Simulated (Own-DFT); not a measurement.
# How much smaller does PBEsol make it? C11b WSi2, 30 atoms (Si20W10)

Calculated, not measured: single-point runs of Own-DFT, a retired in-house plane-wave DFT program that no person has reviewed, on unrelaxed cells, without spin or spin-orbit coupling.

Limits: forces on such cells failed a check on a denser k mesh; stress not checked against mesh or cutoff.

Each geometry was run with PBE and with PBEsol, otherwise alike: PseudoDojo norm-conserving scalar-relativistic files made for PBE; cutoff 50 hartree; 5 x 5 x 5 k mesh centred on Gamma; cold (Marzari-Vanderbilt) smearing of 0.2 eV. Unstrained cell vectors in Å: (-2.149, -5.953, 3.409); (-6.444, 2.976, 1.136); (-2.553, -2.948, -6.757). Each has a uniform strain, of which the change of volume is shown, and random moves of rms u per axis.

```
run,volume change (%),u (Å),P with PBE (GPa),P with PBEsol (GPa)
1,-1.21,0.0479,10.74,6.60
2,-0.02,0.0441,5.98,1.88
3,1.26,0.0559,3.71,-0.34
4,-0.37,0.0439,6.81,2.71
5,-0.53,0.0457,6.93,2.80
6,-3.88,0.0551,18.31,14.01
7,-0.38,0.0489,7.20,3.09
8,0.75,0.0481,4.31,0.24
9,-1.11,0.0465,9.06,4.91
10,2.43,0.0492,0.39,-3.57
11,0.34,0.0526,5.86,?
```

Question: by how much does PBEsol shrink this cell, and what belongs in the blank?

## Answer

Write v for the change of volume as a fraction. Fitted to v and u², the PBE pressure has a slope of -277 ± 11 GPa in v, with the ions held to the strained lattice. The difference PBEsol less PBE is -4.10 + 5.1 v GPa (slope ± 0.3) and averages -4.11 GPa. Divided by the mean slope of the two, 275 GPa, that makes PBEsol's volume at a given pressure, near 5 GPa, about 1.5 % smaller, or 0.50 % in lengths. At one volume PBEsol's slope is the smaller by 5 GPa, but its pressure there is lower too. If stiffness rises by about 4 GPa for each GPa, PBEsol at equal pressure is stiffer by about 11 GPa. Files made for PBEsol would give a different shift.

For run 11 the line gives 1.78 GPa. The calculation gave 1.79 GPa.
